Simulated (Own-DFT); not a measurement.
# How strain changes the stress of wurtzite AlN, 72 atoms (Al36N36)

All numbers below are calculated, not measured. The program, named Own-DFT, is a retired in-house plane-wave density functional code that no person has reviewed. Each row is one single-point run on a periodic cell that was not relaxed, without spin or spin-orbit coupling.

Settings of every run: PBE; PseudoDojo norm-conserving scalar-relativistic files; cutoff 42 hartree; 3 x 3 x 2 k mesh centred on Gamma; Fermi-Dirac smearing of 0.1 eV.

Known limits: forces on such cells moved up to 12 meV/angstrom on a denser k mesh; stress not checked against mesh or cutoff.

Unstrained cell vectors in Å: (9.336, 0.000, 0.000); (-4.668, 8.085, 0.000); (0.000, 0.000, 9.964). The unstrained cell has measured lattice constants (interpolated for alloys), not those of this functional. That, the random moves and any unrelaxed bonds set the pressure at no strain. Each run strains this cell uniformly, with the atoms carried along. Every atom was also moved at random, by a Gaussian of width 0.05 Å on each axis. Strain is the symmetric tensor, in per cent. Stress is positive in tension, and the pressure is minus a third of its trace.

```
run  e_xx (%)  e_yy (%)  e_zz (%)  s_xx (GPa)  s_yy (GPa)  s_zz (GPa)  P (GPa)  E (meV/atom)
  1      1.75      1.75      0.00        1.02        5.49       -1.60    -1.63           0.0
  2      2.00      2.00      0.00        3.73        5.72       -2.28    -2.39           4.7
  3     -2.00     -2.00      0.00      -15.86      -19.46      -10.16    15.16          36.5
  4      1.50      1.50      0.00        0.98        2.97       -3.40    -0.18          18.5
  5     -0.50     -0.50      0.00      -10.32       -7.83       -5.41     7.85          13.1
  6      2.25      2.25      0.00        6.03        3.99       -0.82    -3.07           8.5
  7     -3.00     -3.00      0.00      -30.01      -24.58       -9.73    21.44          90.1
  8      2.75      2.75      0.00        9.70        6.56       -1.61    -4.88          11.5
  9     -0.75     -0.75      0.00           ?           ?           ?        ?             ?
```

E is the free energy for each atom above the lowest run shown.

## Worked fit

The change of volume is close to e_xx + e_yy + e_zz. A straight line through the runs shown gives P = 6.82 - 226 x (fractional change of volume) GPa, with an error of 8 on the slope and a scatter of 0.88 GPa. The strain isn't the same on all axes and the cell isn't cubic, so the slope belongs to this path and is not the bulk modulus.

## Withheld run

Question: what pressure should run 9 give? Its volume changes by -1.49 %.

The line gives 10.2 GPa. The calculation gave 9.04 GPa.
